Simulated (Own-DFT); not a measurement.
# Which defects push the lattice out? D0_22 TiAl3

Calculated, not measured: single-point runs of Own-DFT, a retired in-house plane-wave DFT program that no person has reviewed, on unrelaxed cells, without spin or spin-orbit coupling.

All runs used: PBE; PseudoDojo norm-conserving scalar-relativistic files; cutoff 42 hartree; 4 x 4 x 4 k mesh centred on Gamma; cold (Marzari-Vanderbilt) smearing of 0.2 eV.

Keep in mind: forces on such cells failed a check on a denser k mesh; stress not checked against mesh or cutoff.

All runs share one cell, with vectors in Å (-2.365, -6.981, 4.326); (-7.667, 3.491, 1.442); (-2.950, -3.488, -7.241) and a volume of 625.4 Å³. Atoms were moved at random from their sites; u is the rms move along one axis. The defect's site can differ from row to row.

```
                     cell   formula   u (Å)  P (GPa)
                no defect  Al30Ti10  0.0185     1.95
                no defect  Al30Ti10  0.0226     2.01
                no defect  Al30Ti10  0.0529     2.70
           one Ti vacancy   Al30Ti9  0.0288     1.78
           one Ti vacancy   Al30Ti9  0.0438     2.22
           one Ti vacancy   Al30Ti9  0.0512     2.35
two Ti on an Al site each  Al28Ti12  0.0315     3.35
two Ti on an Al site each  Al28Ti12  0.0325        ?
two Ti on an Al site each  Al28Ti12  0.0484     3.82
two Ti on an Al site each  Al28Ti12  0.0493     3.87
 two Al on a Ti site each   Al32Ti8  0.0288     2.87
 two Al on a Ti site each   Al32Ti8  0.0301     2.89
 two Al on a Ti site each   Al32Ti8  0.0554     3.58
         two Al vacancies  Al28Ti10  0.0277     1.26
         two Al vacancies  Al28Ti10  0.0463     1.41
         two Al vacancies  Al28Ti10  0.0506     1.46
```

## Fit

P = P0 + c u² + a shift for each defect gives P0 = 1.87 GPa, c = 285 ± 26 GPa/Å² and a scatter of 0.09 GPa. The shifts, and each times the cell's volume:

- two Ti on an Al site each: 1.26 ± 0.07 GPa, 4.9 eV (2.5 eV for each of its 2 sites)
- two Al on a Ti site each: 0.78 ± 0.07 GPa, 3.1 eV (1.5 eV for each of its 2 sites)
- one Ti vacancy: -0.27 ± 0.07 GPa, -1.1 eV
- two Al vacancies: -1.01 ± 0.07 GPa, -4.0 eV (-2.0 eV for each of its 2 sites)

Positive is outwards. The product with the volume (160.2 GPa Å³ to the eV) is nearly free of the cell's size; divided by the bulk modulus at the cell's pressure it gives the volume that the defect adds. The atoms around the defects weren't relaxed, which would change these numbers.

## Withheld run

Asked: what pressure belongs in the blank (two Ti on an Al site each, u = 0.0325 Å)?

The fit gives 3.43 ± 0.10 GPa. Computed: 3.38 GPa.
